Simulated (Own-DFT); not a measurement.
# Computed records: Si3N4 (beta silicon nitride, strained, atoms displaced), SiC (4H silicon carbide, atoms displaced), GaP (zincblende, strained, atoms displaced)

All values are calculated (Own-DFT development build). A calculation, not a measurement: plane-wave PBE density functional theory by an unreviewed code, no spin, of a simulated periodic cell, stress positive in tension, free energy of the whole cell less one offset for each atom, forces on such cells passed a denser k mesh, this cell's mesh not checked; offsets are fitted by least squares, one for each functional and potential file, so energies compare only between cells with the same atoms and settings and are not formation energies; the far tail of each file's local potential was reset to the Coulomb form; each entry is a single point on an unrelaxed cell, so the pressure reflects the starting lattice, mostly measured values (interpolated for alloys), from which strain is counted, and rises with the displacements; printed positions are rounded, which can move forces by about a meV/angstrom; the program, named Own-DFT, is a retired in-house code; no spin-orbit coupling.

Settings shared by all entries: functional PBE; potential files PseudoDojo norm-conserving, scalar-relativistic, standard set; wave cutoff 42 hartree; occupations Fermi-Dirac; smearing width 0.1 eV.

(1) 
```xyz
42
Lattice="7.7243 0.0044 -0.0362 -3.8584 6.6732 -0.1128 -0.0415 -0.1734 8.6928" Properties=species:S:1:pos:R:3:force_x:R:1:force_y:R:1:force_z:R:1 formula=Si3N4 k_mesh=3_x_3_x_3_centred_on_Gamma free_energy_of_cell_above_offsets=-2.827 pressure=2.53 stress_xx=0.78 stress_yy=2.43 stress_zz=-10.82 stress_yz=-4.07 stress_xz=-0.88 stress_xy=3.98
Si    -1.6806     5.1872     0.5826      1.269     -3.619      0.432
Si     0.2695     2.7063     0.7496     -3.796      2.028     -3.175
Si     1.4176     5.4778     0.6101     -2.355      0.981      0.966
Si     5.3695     1.5912     2.1051      4.071     -2.738      1.778
Si     3.6224     3.8941     2.1188      1.013     -0.374     -0.999
Si     2.3696     1.0905     2.1576      2.753     -0.099     -1.001
N      2.4043     0.1398     0.6521      0.389       3.17       1.28
N      6.2931     2.0062     0.7176      1.248      0.436     -0.304
N      2.7587     4.3977     0.6580      1.025     -0.283     -0.813
N      1.3845     6.4510     2.1415       0.59      0.312     -2.449
N     -2.4240     4.6033     2.0744     -2.847      0.035     -1.018
N      1.0737     2.1137     2.0201     -0.645      0.296      4.577
N     -0.0597     4.4613     0.6314      1.289     -0.468     -0.038
N      3.8448     2.1092     2.1205     -3.635      2.585     -0.234
Si    -1.6947     5.0902     3.5279      2.634      0.595     -0.967
Si     0.1953     2.5625     3.6536      -1.91      3.501     -3.804
Si     1.4610     5.4451     3.5110     -3.377     -0.242      0.617
Si     5.5364     1.4213     5.0484     -2.429      0.584     -1.249
Si     3.6531     3.8688     4.9811       3.24     -2.701     -4.132
Si     2.3889     1.0346     5.0269      2.225      3.242      3.146
N      2.4520     0.2640     3.6296     -1.255     -4.694     -2.943
N      6.3340     1.9370     3.5964     -0.761     -0.699     -0.894
N      2.7948     4.3870     3.5345      0.853     -0.555     -0.137
N      1.4490     6.3947     4.9823      0.366     -1.035     -0.245
N     -2.4138     4.5361     4.9117     -2.484      0.111       1.94
N      0.9648     2.0954     5.0225      2.913      -1.75      0.236
N     -0.1316     4.3778     3.4843      3.881     -0.551      0.519
N      3.8604     2.1045     5.0404     -0.335      0.353     -0.185
Si    -1.6348     5.0340     6.4043      0.395     -0.519      -0.48
Si     0.2780     2.5334     6.4504     -4.045      3.041      2.109
Si     1.4203     5.4017     6.4162     -1.252     -1.191     -1.778
Si     5.4242     1.4588     7.9504      3.895     -1.972     -1.168
Si     3.5647     3.7621     7.8744      1.383      1.934      -1.43
Si     2.4987     1.0165     7.9882     -0.975      0.383     -1.642
N      2.4380     0.0972     6.4756     -0.476      0.309      0.613
N      6.2870     1.9488     6.4339      1.481     -0.047      2.603
N      2.8422     4.3036     6.2480     -3.472      1.842      7.263
N      1.3395     6.3098     7.8289      0.985      1.294      1.726
N     -2.5171     4.5649     7.8167     -1.939     -0.709      0.459
N      0.9446     2.0220     7.9305      2.622     -0.868      0.478
N     -0.0523     4.3834     6.4115      2.348     -1.748      0.155
N      3.9391     2.1039     7.9445     -4.879     -0.169      0.187
```

Units: free_energy_of_cell_above_offsets in eV; pressure, stress_xx, stress_yy, stress_zz, stress_yz, stress_xz, stress_xy in GPa; force_x, force_y, force_z in eV/Å.

(2) 
```xyz
32
Lattice="6.1654 0.0000 0.0000 -3.0827 5.3394 0.0000 0.0000 0.0000 10.0681" Properties=species:S:1:pos:R:3:force_x:R:1:force_y:R:1:force_z:R:1 formula=SiC hardware=one_NVIDIA_H100 k_mesh=5_x_5_x_3_centred_on_Gamma free_energy_of_cell_above_offsets=4.248 pressure=10.4 stress_xx=-9.37 stress_yy=-11.56 stress_zz=-10.25 stress_yz=2.07 stress_xz=1.19 stress_xy=-0.67 wall_time=121
Si    -0.0146     0.0731     4.0615     -0.719     -2.032       0.62
Si     0.0815     1.8691     1.5117     -4.484     -0.442      1.684
C      0.0365     0.2295     0.9288     -0.262     -5.611     -0.686
C     -0.0087     1.6640     3.3302     -0.528      4.704      1.428
Si    -1.5872     2.7768     4.0180     -0.197     -6.173      2.209
Si    -1.5728     4.5724     1.7246      0.481       0.06     -3.784
C      4.4529     2.7342     0.8361      5.819      3.622      0.382
C     -1.5457     4.4071     3.5772     -1.289      2.952     -2.623
Si    -0.0291     5.2997     3.9215      2.024      0.276      2.522
Si     3.2489     1.7750     1.4774     -4.432     -0.274      3.766
C      3.2747     0.1323     1.0123     -1.775     -5.776     -2.695
C      2.8918     1.6666     3.4137      3.049      2.956     -0.662
Si     1.5303     2.6873     4.1017     -0.798     -0.229     -1.994
Si     1.6052     4.3256     1.5016      0.578      2.873     -0.352
C      1.5640     2.5082     0.9841      2.705      4.108     -2.226
C      1.5774     4.4942     3.2930     -0.264     -1.515      3.153
Si    -0.0184     0.0575     9.1012      5.014      -5.08      3.168
Si     3.0865     3.6283     6.6984      -1.08     -0.014     -7.583
C      6.0884     0.1065     5.9318      1.328     -1.572      0.332
C      3.0808     3.5611     8.3301     -0.377     -0.567      8.487
Si     4.6790     2.5641     9.0850     -1.425      3.918     -0.608
Si     4.5966     0.8753     6.5438      -0.36       2.01      0.442
C     -1.4998     2.8543     6.0232     -4.145     -3.903     -2.454
C      4.8907     0.9132     8.5520     -8.246      0.555     -4.321
Si     0.0871     5.2995     8.9899     -0.495       0.07      2.077
Si    -0.0313     3.5755     6.4815      2.579      0.336      1.277
C      0.0174     5.2668     5.9090     -0.839      2.927       0.27
C     -0.0242     3.4584     8.3200      0.998      1.677      3.198
Si     1.4935     2.7142     9.1986      1.086     -1.076     -2.497
Si     1.4385     0.9086     6.7191      1.381      0.473     -2.128
C      1.4586     2.7037     5.8931      1.991     -0.726      2.077
C      1.5096     0.8447     8.6418      2.684      1.473      -2.48
```

Units: free_energy_of_cell_above_offsets in eV; pressure, stress_xx, stress_yy, stress_zz, stress_yz, stress_xz, stress_xy in GPa; wall_time in s; force_x, force_y, force_z in eV/Å.

(3) 
```xyz
64
Lattice="10.8620 0.0000 0.0000 0.0000 10.8620 0.0000 0.0000 0.0000 10.9439" Properties=species:S:1:pos:R:3:force_x:R:1:force_y:R:1:force_z:R:1 formula=GaP k_mesh=3_x_3_x_3_centred_on_Gamma free_energy_of_cell_above_offsets=-34.977 pressure=3.14 stress_xx=-3.31 stress_yy=-3.33 stress_zz=-2.8 stress_yz=-0.26 stress_xz=-0.37 stress_xy=0.1
Ga     0.0321     0.0403    10.9432      0.101     -0.662      0.329
Ga    10.8054     2.7048     2.7009      0.541       0.01     -0.102
Ga     2.7776    10.8349     2.7477      -0.93     -0.064      0.043
Ga     2.6866     2.7670    10.8970      0.201     -0.611      0.368
P      1.3791     1.3515     1.3542      0.102      0.322      0.389
P      1.3939     4.0429     4.0567     -0.906      0.559      0.013
P      4.0852     1.3078     4.1015     -0.079       0.89      0.027
P      4.0562     4.0445     1.3761     -0.056      0.439     -0.278
Ga    10.8337     0.0498     5.5203      0.345     -0.463     -0.636
Ga    10.8076     2.6543     8.1912      0.407      0.547      0.014
Ga     2.7862    10.8582     8.1696     -0.945      0.198      0.539
Ga     2.7065     2.7769     5.4436      0.117     -0.769      0.299
P      1.3470     1.3420     6.8336      0.495      0.438      0.121
P      1.3660     4.0751     9.5640     -0.265     -0.025     -0.666
P      4.0410     1.3584     9.5651      0.691      0.285      0.218
P      4.0078     4.1046     6.8823      0.684     -0.505     -0.376
Ga     0.0960     5.3814     0.0266     -0.802      0.396     -0.046
Ga    10.8519     8.1709     2.7439      0.398     -0.243      0.372
Ga     2.7317     5.4486     2.7630     -0.134     -0.163     -0.388
Ga     2.7430     8.1009     0.0120       0.01      0.676     -0.394
P      1.3974     6.8209     1.3556     -0.409     -0.428      0.586
P      1.3683     9.4779     4.1602     -0.131      0.484     -0.321
P      4.0511     6.7624     4.1193      0.292      0.694       0.11
P      4.0532     9.5511     1.3225      0.554     -0.929      0.666
Ga     0.0144     5.4709     5.4763      0.808     -0.386     -0.004
Ga    10.8449     8.1369     8.1998      0.284      0.332      0.539
Ga     2.7589     5.4569     8.2276     -0.526      0.293      0.359
Ga     2.7347     8.1711     5.5349     -0.184     -0.383     -0.637
P      1.3930     6.8260     6.8721     -0.247     -0.437     -0.025
P      1.3977     9.5296     9.6134     -0.182     -0.342     -0.548
P      4.1309     6.8251     9.5763     -0.445     -0.157     -0.087
P      4.0267     9.5134     6.8439      1.389      0.075     -0.254
Ga     5.4478     0.0219     0.0664     -0.351     -0.003     -0.996
Ga     5.4090     2.6956     2.6913      0.107     -0.145      0.384
Ga     8.1139     0.0373     2.6566      0.467     -0.382      1.049
Ga     8.1467     2.7022    10.9270     -0.227      0.119     -0.585
P      6.8046     1.3613     1.3338     -0.229      0.477      0.157
P      6.7285     4.0237     4.1253      0.304      0.622     -0.181
P      9.5330     1.3745     4.1085     -0.745     -0.159       -0.1
P      9.4479     4.0471     1.3285      0.519      0.616      0.438
Ga     5.4673     0.0453     5.4365     -0.223     -0.761      0.395
Ga     5.4491     2.7582     8.2226     -0.313     -0.613     -0.292
Ga     8.1972    10.8603     8.1797     -0.373     -0.273      0.345
Ga     8.1376     2.7332     5.4901      0.159     -0.109     -0.183
P      6.8178     1.3093     6.8310     -0.154      0.773      0.312
P      6.7765     4.1055     9.5438      0.194     -0.006       0.54
P      9.5215     1.3139     9.5948     -0.374      0.363     -0.141
P      9.5354     4.1178     6.8097     -0.411     -0.271       0.45
Ga     5.3819     5.4628     0.0106      0.343      -0.57      0.094
Ga     5.4869     8.1491     2.7747     -0.811     -0.072     -0.459
Ga     8.1578     5.4782     2.7563     -0.325     -0.561      0.143
Ga     8.1677     8.1470    10.9271     -0.315       0.35       0.33
P      6.7727     6.7757     1.3570      0.284      0.283      0.117
P      6.8011     9.4785     4.1211       0.24      0.682     -0.301
P      9.5183     6.7978     4.1740      0.048     -0.033       -0.9
P      9.5255     9.5072     1.4193     -0.232      0.213     -0.823
Ga     5.3775     5.4354     5.5085      0.172     -0.235     -0.201
Ga     5.4530     8.1589     8.1987     -0.252       0.61      0.103
Ga     8.1346     5.4692     8.2014      0.076      0.069     -0.198
Ga     8.1682     8.1542     5.4524     -0.285      0.087      0.504
P      6.7278     6.8383     6.8273      0.747     -0.414     -0.195
P      6.7725     9.5401     9.5757      0.339     -0.055      0.053
P      9.4907     6.7971     9.6068       0.57     -0.434     -0.173
P      9.5212     9.5100     6.8250      -0.13     -0.242      0.084
```

Units: free_energy_of_cell_above_offsets in eV; pressure, stress_xx, stress_yy, stress_zz, stress_yz, stress_xz, stress_xy in GPa; force_x, force_y, force_z in eV/Å.

(4) 
```xyz
64
Lattice="10.8620 0.0000 0.0000 0.0000 10.8620 0.0000 0.0000 0.0000 10.9439" Properties=species:S:1:pos:R:3 formula=GaP hardware=one_NVIDIA_H100 k_mesh=3_x_3_x_3_centred_on_Gamma
Ga    10.8310    10.6646     0.1291
Ga     0.0529     2.7132     2.7903
Ga     2.7026     0.0409     2.6368
Ga     2.9442     2.8721     0.0146
P      1.2432     1.4035     1.3845
P      1.4434     4.2192     4.0740
P      4.1002     1.4251     4.0884
P      4.0351     4.2642     1.3722
Ga    10.8442    10.7728     5.3467
Ga    10.7742     2.6652     8.2206
Ga     2.6451     0.0122     8.2954
Ga     2.7462     2.7224     5.4336
P      1.4364     1.1577     6.8776
P      1.3575     4.0765     9.6462
P      4.0144     1.2438     9.6187
P      4.0411     4.0591     6.8523
Ga     0.0277     5.3226     0.1135
Ga     0.0519     8.2145     2.7958
Ga     2.6721     5.3924     2.7859
Ga     2.8518     8.1954     0.0463
P      1.3421     6.7039     1.3158
P      1.1879     9.5347     4.1378
P      4.1509     6.8276     4.0876
P      3.7460     9.4158     1.3339
Ga    10.8564     5.3946     5.5609
Ga    10.8101     8.2157     8.2518
Ga     2.6498     5.3938     8.2446
Ga     2.5910     8.2271     5.3949
P      1.4190     6.7369     6.7581
P      1.4183     9.4710     9.5310
P      4.0671     6.7864     9.6309
P      3.9253     9.5390     6.8887
Ga     5.4529     0.0526    10.9199
Ga     5.3981     2.6566     2.7456
Ga     8.0299     0.2001     2.6675
Ga     8.1282     2.7010    10.8602
P      6.8671     1.3667     1.3746
P      6.7029     3.9847     4.1615
P      9.4229     1.3068     4.1987
P      9.5703     4.0562     1.3875
Ga     5.3720    10.7264     5.4252
Ga     5.4003     2.7430     8.2965
Ga     8.1280     0.0367     8.2574
Ga     8.1546     2.7341     5.5546
P      6.6930     1.4148     6.8304
P      6.7456     3.9601     9.5888
P      9.5516     1.3479     9.4778
P      9.5910     3.9600     6.8414
Ga     5.3419     5.5270    10.8911
Ga     5.4789     8.2315     2.5932
Ga     8.1723     5.4286     2.6941
Ga     8.1315     8.1869     0.0690
P      6.7479     6.8220     1.2224
P      6.8228     9.6418     4.0855
P      9.4442     6.7392     4.2444
P      9.6134     9.4029     1.2556
Ga     5.4974     5.4293     5.3774
Ga     5.3834     8.1806     8.2545
Ga     8.1837     5.4833     8.2011
Ga     8.1116     8.1438     5.4591
P      6.9246     6.7774     6.9376
P      6.6062     9.4656     9.4825
P      9.5204     6.8403     9.4590
P      9.6016     9.5475     6.8768
```

Q: What stress xx does the calculation give for GaP (zincblende, strained, atoms displaced) (entry 4)?
A: -4.66 GPa

Further results for GaP (zincblende, strained, atoms displaced) (entry 4):

* free energy of cell above offsets: -28.053 eV
* pressure: 4.76 GPa
* stress yy: -5.01 GPa
* stress zz: -4.61 GPa
* stress yz: -0.07 GPa
* stress xz: -0.55 GPa
* stress xy: -0.61 GPa
* wall time: 569.2 s

Force:
| element | x (eV/Å) | y (eV/Å) | z (eV/Å) |
| --- | --- | --- | --- |
| Ga | 2.106 | 2.751 | -2.657 |
| Ga | -0.565 | 0.197 | 0.896 |
| Ga | -1.006 | 0.803 | 1.255 |
| Ga | -1.755 | -1.32 | -0.443 |
| P | 1.22 | -0.309 | -0.906 |
| P | -1.857 | -2.348 | 1.649 |
| P | -0.683 | -1.732 | -0.116 |
| P | 1.492 | -1.159 | 0.79 |
| Ga | -1.08 | 1.701 | 2.462 |
| Ga | 2.44 | -0.035 | -0.366 |
| Ga | 0.719 | -0.486 | -0.009 |
| Ga | -0.693 | -0.089 | 0.72 |
| P | -1.519 | 2.323 | -1.637 |
| P | -0.138 | -0.822 | -0.588 |
| P | 0.542 | 1.733 | 0.166 |
| P | 0.513 | 0.457 | 0.164 |
| Ga | -0.37 | 1.082 | -1.483 |
| Ga | -0.878 | -2.171 | -0.795 |
| Ga | 1.101 | 2.298 | -0.924 |
| Ga | -3.648 | -3.578 | -3.452 |
| P | 0.567 | 1.426 | 0.985 |
| P | 2.939 | -0.276 | -1.7 |
| P | -0.53 | 0.556 | -0.391 |
| P | 4.981 | 3.397 | 3.134 |
| Ga | 0.246 | 0.096 | -0.514 |
| Ga | 1.322 | -0.603 | -0.952 |
| Ga | 0.344 | 0.301 | -0.321 |
| Ga | 0.994 | -0.744 | 0.357 |
| P | -0.638 | 0.805 | 1.098 |
| P | -0.632 | -0.515 | 1.405 |
| P | -0.82 | 0.523 | -1.556 |
| P | 0.833 | -0.685 | -0.542 |
| Ga | -0.407 | -0.927 | 0.583 |
| Ga | 0.249 | 1.095 | -0.859 |
| Ga | 2.598 | -2.405 | 1.661 |
| Ga | 1.207 | -0.111 | 0.432 |
| P | -2.288 | 1.513 | -1.98 |
| P | 1.493 | 0.218 | -1.183 |
| P | 0.545 | 0.958 | -0.927 |
| P | -1.389 | -0.803 | 0.223 |
| Ga | -0.407 | 1.333 | 0.971 |
| Ga | -0.899 | -0.973 | -1.051 |
| Ga | -0.624 | -0.282 | -1.043 |
| Ga | -0.617 | -0.417 | -0.247 |
| P | 0.217 | -0.906 | 0.234 |
| P | 0.284 | 2.198 | 0.249 |
| P | -0.737 | -1.114 | 2.341 |
| P | -0.911 | 1.252 | 0.14 |
| Ga | 1.287 | -1.268 | 0.139 |
| Ga | -0.63 | -0.005 | 0.733 |
| Ga | -0.639 | -0.03 | 0.472 |
| Ga | -0.105 | -0.302 | -2.05 |
| P | 0.53 | -0.442 | 1.315 |
| P | 0.026 | -1.425 | -0.782 |
| P | 0.548 | 0.21 | -1.458 |
| P | -2.637 | -0.495 | 2.933 |
| Ga | -0.572 | 0.598 | 1.649 |
| Ga | -1.016 | -1.487 | -1.717 |
| Ga | 0.546 | -1.69 | 0.523 |
| Ga | 0.373 | 0.786 | 0.709 |
| P | -2.273 | 0.697 | -1.332 |
| P | 2.474 | 1.426 | 1.924 |
| P | -0.159 | -0.795 | 2.22 |
| P | -1.614 | 0.016 | -0.553 |
